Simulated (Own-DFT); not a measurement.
# Two functionals across a range of volumes: C40 NbSi2, 36 atoms (Nb12Si24)

No measurement is shown. These are fixed-geometry runs of a retired plane-wave code named Own-DFT, which no person has reviewed; spin and spin-orbit coupling are neglected.

Known weak points: forces on such cells failed a check on a denser k mesh; stress not checked against mesh or cutoff.

Each geometry was run with PBE and with PBEsol, otherwise alike: PseudoDojo norm-conserving scalar-relativistic files made for PBE; cutoff 42 hartree; 4 x 4 x 5 k mesh centred on Gamma; cold (Marzari-Vanderbilt) smearing of 0.2 eV. Unstrained cell vectors in Å: (0.000, 8.324, 0.000); (-9.613, 0.000, 0.000); (0.000, 0.000, 6.586). Each has a uniform strain, of which the change of volume is shown, and random moves of rms u per axis.

```
run,volume change (%),u (Å),P with PBE (GPa),P with PBEsol (GPa)
1,-0.43,0.0531,3.97,0.29
2,-0.25,0.0473,3.72,0.05
3,-0.19,0.0521,2.65,-1.01
4,-2.30,0.0488,7.96,4.19
5,-0.31,0.0457,2.98,-0.69
6,-0.82,0.0499,4.60,0.91
7,0.41,0.0486,2.39,-1.25
8,2.32,0.0465,-1.34,-4.89
9,-1.17,0.0435,4.56,0.86
10,-0.79,0.0486,4.49,0.79
11,0.82,0.0508,1.19,?
```

The question: by how much does PBEsol shrink this cell, and what belongs in the blank?

## Worked answer

Write v for the change of volume as a fraction. Fitted to v and u², the PBE pressure has a slope of -193 ± 14 GPa in v, with the ions held to the strained lattice. The difference PBEsol less PBE is -3.66 + 4.6 v GPa (slope ± 0.2) and averages -3.67 GPa. Divided by the mean slope of the two, 190 GPa, that makes PBEsol's volume at a given pressure, near 2 GPa, about 1.9 % smaller, or 0.64 % in lengths. At one volume PBEsol's slope is the smaller by 5 GPa, but its pressure there is lower too. If stiffness rises by about 4 GPa for each GPa, PBEsol at equal pressure is stiffer by about 10 GPa. Files made for PBEsol would give a different shift.

For run 11 the line gives -2.43 GPa. The calculation gave -2.43 GPa.
